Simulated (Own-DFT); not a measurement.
# Which defects push the lattice out? zincblende InP

The numbers are computed, not measured, by runs of the plane-wave DFT program Own-DFT (in-house, retired, unreviewed) at fixed positions, with no spin and no spin-orbit coupling.

All runs used: PBE; PseudoDojo norm-conserving scalar-relativistic files; cutoff 36 hartree; 3 x 3 x 3 k mesh centred on Gamma; Fermi-Dirac smearing of 0.1 eV.

Limits (not all hold for every row): not probed for a lower state with spin; forces on such cells moved up to 12 meV/angstrom on a denser k mesh; stress not checked against mesh or cutoff.

All runs share one cell, with vectors in Å (11.737, 0.000, 0.000); (0.000, 11.737, 0.000); (0.000, 0.000, 11.737) and a volume of 1617.0 Å³. The atoms are randomly displaced, by u rms on each axis. The defect's site can differ from row to row.

| cell | formula | u (Å) | P (GPa) |
|---|---|---|---|
| no defect | In32P32 | 0.0203 | 3.19 |
| no defect | In32P32 | 0.0491 | 3.63 |
| no defect | In32P32 | 0.0509 | 3.63 |
| two P vacancies | In32P30 | 0.0273 | 2.94 |
| two P vacancies | In32P30 | 0.0300 | 2.95 |
| two P vacancies | In32P30 | 0.0315 | 2.98 |
| one In on a P site and one P on an In site | In32P32 | 0.0283 | ? |
| one In on a P site and one P on an In site | In32P32 | 0.0287 | 3.62 |
| one In on a P site and one P on an In site | In32P32 | 0.0472 | 3.89 |
| one In on a P site and one P on an In site | In32P32 | 0.0537 | 3.98 |

## Worked fit

P = P0 + c u² + a shift for each defect gives P0 = 3.13 GPa, c = 194 ± 10 GPa/Å² and a scatter of 0.02 GPa. The shifts, and each times the cell's volume:

- one In on a P site and one P on an In site: 0.31 ± 0.02 GPa, 3.2 eV
- two P vacancies: -0.35 ± 0.02 GPa, -3.5 eV (-1.8 eV for each of its 2 sites)

A positive shift means that the defect pushes the cell outwards. Shift times volume (160.2 GPa Å³ is 1 eV) depends little on the cell's size, so, taken for each site, it can be compared between cells at like pressure. The atoms around the defects weren't relaxed, which would change these numbers.

## Test on the hidden row

Asked: what pressure belongs in the blank (one In on a P site and one P on an In site, u = 0.0283 Å)?

The fit gives 3.60 ± 0.03 GPa. DFT gave 3.62 GPa.
